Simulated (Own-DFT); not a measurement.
## Calculated data, GaP (zincblende, atoms displaced)

A calculation, not a measurement: plane-wave PBE density functional theory by an unreviewed code, no spin, of a simulated periodic cell, stress positive in tension, free energy of the whole cell less one offset for each atom, forces on such cells passed a denser k mesh, this cell's mesh not checked; offsets are fitted by least squares, one for each functional and potential file, so energies compare only between cells with the same atoms and settings and are not formation energies; the far tail of each file's local potential was reset to the Coulomb form; each entry is a single point on an unrelaxed cell, so the pressure reflects the starting lattice, mostly measured values (interpolated for alloys), from which strain is counted, and rises with the displacements; printed positions are rounded, which can move forces by about a meV/angstrom; the program, named Own-DFT, is a retired in-house code; no spin-orbit coupling. Program: Own-DFT development build.

Settings shared by all entries: functional PBE; potential files PseudoDojo norm-conserving, scalar-relativistic, standard set; wave cutoff 42 hartree; occupations Fermi-Dirac; smearing width 0.1 eV; hardware one NVIDIA H100; k mesh 3 x 3 x 3 centred on Gamma.

(1) GaP (zincblende, atoms displaced)

```
cell vectors (Å)
  10.9010     0.0000     0.0000
   0.0000    10.9010     0.0000
   0.0000     0.0000    10.9010
atoms (fractions of the cell vectors)
Ga  0.99030  0.00714  0.00316
Ga  0.99676  0.25785  0.25205
Ga  0.23736  0.00209  0.25358
Ga  0.24814  0.25598  0.00102
P   0.12927  0.12809  0.12734
P   0.12384  0.37383  0.37276
P   0.37142  0.12477  0.37279
P   0.37056  0.37550  0.12757
Ga  0.99679  0.99689  0.49964
Ga  0.99550  0.24648  0.75571
Ga  0.24286  0.99218  0.74168
Ga  0.24894  0.25008  0.49620
P   0.12885  0.12319  0.62256
P   0.12531  0.37178  0.87359
P   0.37528  0.12011  0.87435
P   0.37529  0.37273  0.61917
Ga  0.99636  0.49962  0.00219
Ga  0.00821  0.74867  0.25233
Ga  0.25815  0.49940  0.25051
Ga  0.25199  0.74318  0.99498
P   0.12810  0.63247  0.12707
P   0.11807  0.87229  0.37734
P   0.37552  0.62436  0.36929
P   0.37984  0.87622  0.12119
Ga  0.00006  0.49881  0.49415
Ga  0.99335  0.74456  0.75604
Ga  0.25091  0.50978  0.74832
Ga  0.24989  0.75144  0.50457
P   0.12436  0.62878  0.62863
P   0.13088  0.87730  0.87345
P   0.37459  0.62935  0.86398
P   0.36997  0.87160  0.62774
Ga  0.50115  0.00095  0.00820
Ga  0.50605  0.24691  0.25094
Ga  0.75208  0.99983  0.24702
Ga  0.74352  0.25064  0.01033
P   0.62525  0.11768  0.11714
P   0.62410  0.37199  0.37470
P   0.87855  0.13170  0.37270
P   0.86255  0.37504  0.12633
Ga  0.49915  0.99686  0.49819
Ga  0.50110  0.25940  0.74734
Ga  0.74804  0.99736  0.74545
Ga  0.74541  0.25320  0.49485
P   0.62189  0.12992  0.62316
P   0.62509  0.37790  0.87702
P   0.87992  0.11287  0.87805
P   0.88202  0.37120  0.62146
Ga  0.50353  0.49873  0.00570
Ga  0.50099  0.75752  0.25320
Ga  0.75416  0.49753  0.25258
Ga  0.74524  0.75055  0.99750
P   0.62824  0.62939  0.12685
P   0.62691  0.87334  0.37603
P   0.87705  0.62425  0.37617
P   0.87116  0.87212  0.12341
Ga  0.51078  0.50084  0.50303
Ga  0.49252  0.75139  0.74955
Ga  0.74855  0.49731  0.75594
Ga  0.74923  0.75310  0.49924
P   0.62558  0.62177  0.61878
P   0.62088  0.87597  0.86732
P   0.87106  0.62291  0.87659
P   0.87733  0.87676  0.62248
```

Results for GaP (zincblende, atoms displaced): free energy of cell above offsets -33.490 eV; pressure 3.25 GPa; stress xx -3.18 GPa; stress yy -3.26 GPa; stress zz -3.31 GPa; stress yz 0.22 GPa; stress xz -0.36 GPa; stress xy -0.64 GPa; wall time 531.4 s.

Force:
| element | x (eV/Å) | y (eV/Å) | z (eV/Å) |
| --- | --- | --- | --- |
| Ga | 2.078 | -1.48 | 1.039 |
| Ga | 0.274 | -0.484 | -0.814 |
| Ga | 1.081 | -0.617 | -0.192 |
| Ga | 0.487 | -0.926 | -0.424 |
| P | -1.306 | 0.396 | -0.351 |
| P | 0.528 | 0.643 | -0.02 |
| P | 0.397 | -0.308 | -0.033 |
| P | 1.171 | -0.359 | -0.33 |
| Ga | 0.288 | 0.936 | -0.125 |
| Ga | 0.524 | -0.321 | -0.503 |
| Ga | 0.665 | 0.955 | 0.677 |
| Ga | 0.028 | -0.143 | 0.16 |
| P | -0.83 | 0.273 | -0.046 |
| P | -0.228 | 0.925 | 0.02 |
| P | -0.122 | 0.595 | -0.186 |
| P | -0.222 | 0.958 | 0.263 |
| Ga | 0.422 | -0.075 | 0.073 |
| Ga | -1.272 | 0.081 | -0.356 |
| Ga | -1.174 | 0.238 | 0.03 |
| Ga | 0.201 | 0.996 | 0.051 |
| P | 0.048 | -1.405 | -0.37 |
| P | 0.842 | 0.306 | 0.302 |
| P | 0.518 | 0.425 | 1.222 |
| P | -1.215 | -0.342 | 0.782 |
| Ga | 0.493 | 0.214 | 0.789 |
| Ga | 0.717 | 0.858 | -0.219 |
| Ga | -0.221 | -1.399 | -0.387 |
| Ga | -0.1 | -0.512 | -0.737 |
| P | -0.643 | -0.352 | -0.668 |
| P | -1.452 | -0.529 | 0.787 |
| P | 0.448 | -1.094 | 1.773 |
| P | 0.804 | 0.495 | -0.86 |
| Ga | -0.649 | -0.433 | -1.878 |
| Ga | -0.709 | -0.271 | -0.478 |
| Ga | 0.14 | 0.145 | 0.418 |
| Ga | 0.429 | -0.465 | -1.629 |
| P | 0.259 | 0.803 | 1.671 |
| P | 0.088 | 0.69 | -0.444 |
| P | -0.661 | -0.824 | 0.22 |
| P | 1.575 | 0.04 | -0.129 |
| Ga | -0.317 | 0.286 | 0.316 |
| Ga | -0.463 | -0.939 | 0.519 |
| Ga | 0.005 | 0.398 | -0.051 |
| Ga | 0.77 | -0.519 | 0.656 |
| P | 0.282 | -0.375 | 0.002 |
| P | -0.092 | -0.548 | 0.275 |
| P | -2.032 | 1.971 | -1.013 |
| P | -0.966 | 0.235 | 0.457 |
| Ga | -0.559 | 0.596 | -0.256 |
| Ga | -0.236 | -0.58 | -0.532 |
| Ga | -0.817 | 0.739 | 0.287 |
| Ga | 0.009 | 0.235 | -0.322 |
| P | -0.359 | -0.389 | 0.399 |
| P | 0.08 | 0.716 | -0.098 |
| P | -0.154 | 0.309 | -0.28 |
| P | 0.602 | -0.156 | 0.244 |
| Ga | -1.574 | -0.513 | -0.94 |
| Ga | 1.123 | 0.016 | -0.738 |
| Ga | 0.461 | 0.037 | -1.141 |
| Ga | 0.415 | -0.404 | 0.171 |
| P | 0.583 | 0.959 | 1.463 |
| P | 0.061 | -0.077 | 0.699 |
| P | -0.053 | 0.016 | 0.289 |
| P | -0.468 | -0.643 | 0.498 |

(2) GaP (zincblende, atoms displaced)

```
cell vectors (Å)
  10.9010     0.0000     0.0000
   0.0000    10.9010     0.0000
   0.0000     0.0000    10.9010
atoms (fractions of the cell vectors)
Ga  0.00478  0.00234  0.00724
Ga  0.99909  0.25548  0.25151
Ga  0.25395  0.00011  0.24924
Ga  0.25264  0.24898  0.00232
P   0.12179  0.12614  0.13251
P   0.13798  0.37787  0.38261
P   0.37537  0.12750  0.37974
P   0.37918  0.36749  0.13442
Ga  0.99572  0.00291  0.50215
Ga  0.00306  0.24996  0.75034
Ga  0.25000  0.99662  0.75159
Ga  0.25603  0.24845  0.49725
P   0.12458  0.12818  0.61836
P   0.12348  0.37739  0.87242
P   0.37543  0.12332  0.87507
P   0.36853  0.37874  0.62746
Ga  0.99961  0.50878  0.00521
Ga  0.99938  0.74089  0.24377
Ga  0.25578  0.50766  0.24891
Ga  0.25990  0.74531  0.99994
P   0.11747  0.63202  0.12861
P   0.13152  0.86993  0.37125
P   0.37142  0.62344  0.37671
P   0.37573  0.87376  0.12801
Ga  0.99539  0.50469  0.49995
Ga  0.00629  0.75521  0.74522
Ga  0.25350  0.49589  0.75596
Ga  0.24824  0.75681  0.49854
P   0.12848  0.62510  0.62073
P   0.12037  0.88096  0.88225
P   0.37973  0.62721  0.87733
P   0.37947  0.87682  0.62885
Ga  0.50052  0.99795  0.99666
Ga  0.50449  0.24341  0.25314
Ga  0.74859  0.99562  0.25653
Ga  0.75159  0.24858  0.99881
P   0.61970  0.12544  0.12818
P   0.63078  0.37516  0.37437
P   0.87171  0.12834  0.37655
P   0.87136  0.37177  0.11506
Ga  0.50468  0.99539  0.49639
Ga  0.50124  0.25075  0.74686
Ga  0.74488  0.99792  0.74837
Ga  0.74244  0.24915  0.50214
P   0.62345  0.12743  0.62568
P   0.62424  0.37594  0.87973
P   0.87242  0.12062  0.87548
P   0.87653  0.37372  0.62195
Ga  0.50084  0.49137  0.00310
Ga  0.49944  0.74360  0.25045
Ga  0.74678  0.50771  0.25446
Ga  0.75083  0.74634  0.00612
P   0.62722  0.62612  0.13197
P   0.62626  0.87240  0.37057
P   0.88135  0.62317  0.37949
P   0.87174  0.87630  0.13069
Ga  0.49695  0.50252  0.50246
Ga  0.49532  0.75404  0.74784
Ga  0.75279  0.50180  0.75067
Ga  0.75208  0.75033  0.49492
P   0.63068  0.61931  0.61513
P   0.61945  0.87728  0.87451
P   0.87820  0.63257  0.88076
P   0.88709  0.87817  0.62928
```

Results for GaP (zincblende, atoms displaced): free energy of cell above offsets -33.763 eV; pressure 3.12 GPa; stress xx -3.08 GPa; stress yy -3.13 GPa; stress zz -3.17 GPa; stress yz -0.15 GPa; stress xz 0.31 GPa; stress xy 0.54 GPa; wall time 529.3 s.

Force:
| element | x (eV/Å) | y (eV/Å) | z (eV/Å) |
| --- | --- | --- | --- |
| Ga | -0.999 | 0.121 | 0.046 |
| Ga | 0.091 | 0.397 | 0.37 |
| Ga | -0.28 | 0.136 | 0.314 |
| Ga | -0.413 | 0.067 | -0.046 |
| P | 0.658 | 0.218 | -0.277 |
| P | -1.382 | 0.453 | -1.009 |
| P | 0.632 | -0.939 | -0.556 |
| P | -0.484 | 0.754 | -0.626 |
| Ga | 0.788 | -0.019 | -0.933 |
| Ga | -0.449 | -0.226 | -0.164 |
| Ga | -0.465 | 0.587 | -0.079 |
| Ga | -0.445 | 0.255 | 0.831 |
| P | 0.477 | -0.371 | 0.689 |
| P | 0.071 | -0.035 | 1.097 |
| P | -0.04 | 0.278 | -0.16 |
| P | 1.083 | -0.585 | -0.292 |
| Ga | -0.046 | -0.934 | -0.552 |
| Ga | -0.864 | 1.787 | 1.549 |
| Ga | -0.801 | -0.816 | -0.252 |
| Ga | -1.28 | 0.831 | 0.286 |
| P | 2.29 | -1.354 | -1.191 |
| P | -1.32 | 0.887 | -0.199 |
| P | 0.645 | 0.76 | 0.341 |
| P | 0.436 | -0.017 | -0.31 |
| Ga | 1.217 | -1.065 | 0.529 |
| Ga | 0.363 | -0.674 | 0.888 |
| Ga | -0.496 | 0.955 | -0.168 |
| Ga | 0.599 | -0.5 | 0.516 |
| P | 0.061 | 0.013 | 0.739 |
| P | 1.101 | -0.964 | -0.466 |
| P | 0.164 | -0.936 | -0.207 |
| P | -0.73 | 0.128 | -0.913 |
| Ga | -0.356 | 0.361 | 0.675 |
| Ga | -0.054 | 0.573 | 0.643 |
| Ga | 0.165 | 1.015 | -0.607 |
| Ga | -0.633 | -0.588 | -0.154 |
| P | 1 | -0.761 | -0.614 |
| P | -1.07 | 0.151 | 0.176 |
| P | 0.024 | -0.153 | -0.029 |
| P | 0.491 | 1.073 | 1.444 |
| Ga | -0.246 | 0.428 | 0.336 |
| Ga | -0.482 | 0.365 | 0.528 |
| Ga | 0.548 | 0.019 | 0.081 |
| Ga | 0.845 | 0.24 | -0.07 |
| P | -0.083 | -0.65 | -0.19 |
| P | 0.407 | -0.275 | -0.919 |
| P | 0.403 | 0.155 | -0.071 |
| P | -0.236 | -0.004 | 0.484 |
| Ga | -0.159 | 0.638 | 0.537 |
| Ga | -0.366 | 0.418 | 0.259 |
| Ga | 0.995 | -0.948 | -0.167 |
| Ga | -0.299 | 0.83 | -0.34 |
| P | -0.578 | -0.354 | -0.945 |
| P | -0.383 | -0.406 | 0.561 |
| P | -0.795 | 0.585 | -1.051 |
| P | 0.43 | -0.172 | -0.331 |
| Ga | 0.056 | -0.759 | -0.481 |
| Ga | 1.134 | -0.874 | -0.008 |
| Ga | 0.19 | -0.117 | 0.238 |
| Ga | 0.493 | 0.345 | 0.611 |
| P | -0.391 | 0.99 | 1.181 |
| P | 0.849 | -0.895 | 0.036 |
| P | -0.113 | -0.238 | -1.03 |
| P | -1.969 | -0.182 | -0.577 |
